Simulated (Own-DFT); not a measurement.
Simulation results for Al3GaN4 (wurtzite random alloy, strained, atoms displaced)

A calculation, not a measurement: plane-wave PBE density functional theory by an unreviewed code, no spin, of a simulated periodic cell, stress positive in tension, free energy of the whole cell less one offset for each atom, forces on such cells passed a denser k mesh, this cell's mesh not checked; offsets are fitted by least squares, one for each functional and potential file, so energies compare only between cells with the same atoms and settings and are not formation energies; the far tail of each file's local potential was reset to the Coulomb form; each entry is a single point on an unrelaxed cell, so the pressure reflects the starting lattice, mostly measured values, from which strain is counted, and rises with the displacements; printed positions are rounded, which can move forces by about a meV/angstrom; the program is a retired in-house code; no spin-orbit coupling. Program: Own-DFT development build.

Al3GaN4 (wurtzite random alloy, strained, atoms displaced)

```xyz
72
Lattice="9.3938 0.0939 0.0000 -4.6155 8.0883 0.0000 0.0000 0.0000 10.0655" Properties=species:S:1:pos:R:3 Al3GaN4
Al     0.0349     1.8202    10.0563
Ga     1.5432     0.8869     2.6153
N      0.0973     1.8233     1.8385
N      1.5294     0.9213     4.3912
Al     0.0136     1.8308     5.0189
Ga     1.5402     0.8832     7.5402
N     -0.0407     1.7797     6.9560
N      1.5826     0.9367     9.4505
Al    -1.4985     4.4929     0.0026
Al     0.0234     3.5719     2.4694
N     -1.4995     4.5921     1.8458
N      0.0236     3.6465     4.5484
Al    -1.4987     4.5382     5.0957
Al    -0.0687     3.6214     7.5758
N     -1.4978     4.5757     6.9777
N      0.0799     3.5379     9.4172
Al    -3.0596     7.2029    10.0491
Al    -1.4393     6.3074     2.5237
N     -3.0552     7.1968     1.8980
N     -1.4492     6.2841     4.4825
Al    -3.0443     7.1581     5.1087
Ga    -1.5614     6.3513     7.4762
N     -3.0036     7.0504     6.9299
N     -1.5414     6.2640     9.4558
Al     3.1318     1.7005     0.0161
Al     4.7853     0.9147     2.5324
N      3.0569     1.9194     1.9480
N      4.7490     0.9810     4.4879
Al     3.2128     1.8906     5.0995
Al     4.6577     0.9452     7.6135
N      3.1102     1.8350     7.0247
N      4.7102     0.8566     9.4823
Al     1.6512     4.4614    10.0199
Ga     3.1925     3.6330     2.5217
N      1.6093     4.4820     1.8563
N      3.1999     3.6615     4.4079
Al     1.6254     4.4526     5.0441
Ga     3.1708     3.7027     7.5590
N      1.5781     4.4850     6.8666
N      3.1918     3.5439     9.4540
Al     0.0019     7.2381     0.0613
Al     1.6931     6.3700     2.5453
N      0.0908     7.2607     1.9277
N      1.6324     6.3265     4.4535
Ga     0.0967     7.2252     5.0690
Ga     1.6516     6.3221     7.4651
N      0.1181     7.1509     6.8925
N      1.5902     6.3313     9.4722
Al     6.3212     1.8434    10.0229
Al     7.8363     1.0072     2.4463
N      6.2547     1.8863     1.8491
N      7.8818     1.0235     4.4163
Al     6.3431     1.8708     5.0090
Al     7.7819     0.9924     7.5584
N      6.3043     1.8802     6.9695
N      7.7696     0.8774     9.5192
Al     4.8226     4.6492     9.9936
Ga     6.2896     3.6405     2.4613
N      4.7584     4.5355     1.9107
N      6.2862     3.6793     4.4012
Ga     4.7349     4.5382     4.9575
Al     6.3630     3.7460     7.5445
N      4.8030     4.5285     6.9530
N      6.2712     3.6326     9.5007
Al     3.1337     7.2036     9.9796
Al     4.7008     6.4403     2.5520
N      3.3184     7.2864     1.8944
N      4.6699     6.3522     4.3038
Al     3.2525     7.2591     5.0936
Al     4.6836     6.3929     7.5560
N      3.1888     7.2514     6.9389
N      4.7677     6.3151     9.5315
```

* functional: PBE
* potential files: PseudoDojo norm-conserving, scalar-relativistic, standard set with the stringent files for Ga
* wave cutoff: 96 hartree
* occupations: Gaussian
* smearing width: 0.01 eV
* k mesh: 4 x 4 x 3 centred on Gamma
* free energy of cell above offsets: -22.320 eV
* pressure: 6.49 GPa
* stress xx: -6.1 GPa
* stress yy: -6.2 GPa
* stress zz: -7.16 GPa
* stress yz: 0.65 GPa
* stress xz: -0.9 GPa
* stress xy: 4.83 GPa

Force:
```
element  x (eV/Å)  y (eV/Å)  z (eV/Å)
     Al     -0.32    -1.194    -0.317
     Ga     1.086    -0.003     -2.77
      N    -2.637     0.214     0.668
      N     1.042    -0.296     4.492
     Al    -0.072    -0.058      0.55
     Ga     0.032     0.235    -0.001
      N     -0.65     0.339    -0.304
      N    -0.629    -1.475     0.512
     Al    -0.198    -0.293    -0.638
     Al     0.521     1.268     0.579
      N     0.669    -1.502     0.845
      N     0.185    -0.822    -1.975
     Al     -0.66    -0.671    -0.843
     Al     2.188    -0.588    -0.784
      N     -0.82    -2.072    -0.636
      N    -0.916     1.199     0.442
     Al    -0.314    -0.101     0.818
     Al    -1.055     0.614     0.383
      N     0.264    -0.907     0.118
      N    -1.591     0.294     -1.05
     Al    -0.454     0.297    -2.626
     Ga     4.889    -1.276     2.879
      N    -5.841     3.138    -0.973
      N     0.523     0.775     0.433
     Al     0.494     2.189     0.673
     Al    -1.714     1.461     0.253
      N     1.966    -3.555    -1.157
      N     0.056     0.502    -0.966
     Al    -0.808    -0.728    -0.613
     Al     1.044    -0.395    -0.928
      N     0.925    -0.657     -1.66
      N     0.035     0.998    -0.023
     Al    -0.072      0.43     0.392
     Ga     0.016     1.113    -0.762
      N    -1.016     1.608     0.599
      N    -1.429    -1.214     1.386
     Al    -0.158     1.329    -0.964
     Ga     0.075    -0.821     0.334
      N    -0.662    -0.153      1.16
      N     0.546     0.944     0.882
     Al     0.703    -1.515    -0.929
     Al     0.014    -0.919    -0.596
      N     0.273    -0.552     0.413
      N     1.703    -0.462    -0.492
     Ga     0.029     0.351    -1.296
     Ga      -0.6    -1.111     1.511
      N    -1.529     2.472     2.082
      N    -0.153    -0.845     0.045
     Al    -1.734     0.091     0.288
     Al     0.787    -0.123     0.218
      N     0.649    -1.855     0.157
      N    -0.196    -0.864    -0.457
     Al     -0.68     0.398     0.711
     Al     0.706    -0.365     0.479
      N    -1.052     0.367     -0.19
      N     1.797     1.293    -1.416
     Al    -1.655    -3.744     2.169
     Ga     0.647     1.444     0.386
      N    -0.489     2.088    -1.069
      N     2.147    -0.519     0.824
     Ga     0.274      0.85     0.924
     Al    -0.551     -1.31      0.57
      N    -0.462     1.667    -0.033
      N     1.726     0.473    -1.126
     Al     0.757    -0.362     1.783
     Al     2.701     -1.94    -2.267
      N    -3.337     0.741    -0.886
      N      1.56     1.066     3.538
     Al     -1.14      0.28    -1.925
     Al     1.717    -1.422     0.467
      N     1.181     1.093     0.129
      N    -0.332     3.067    -2.417
```
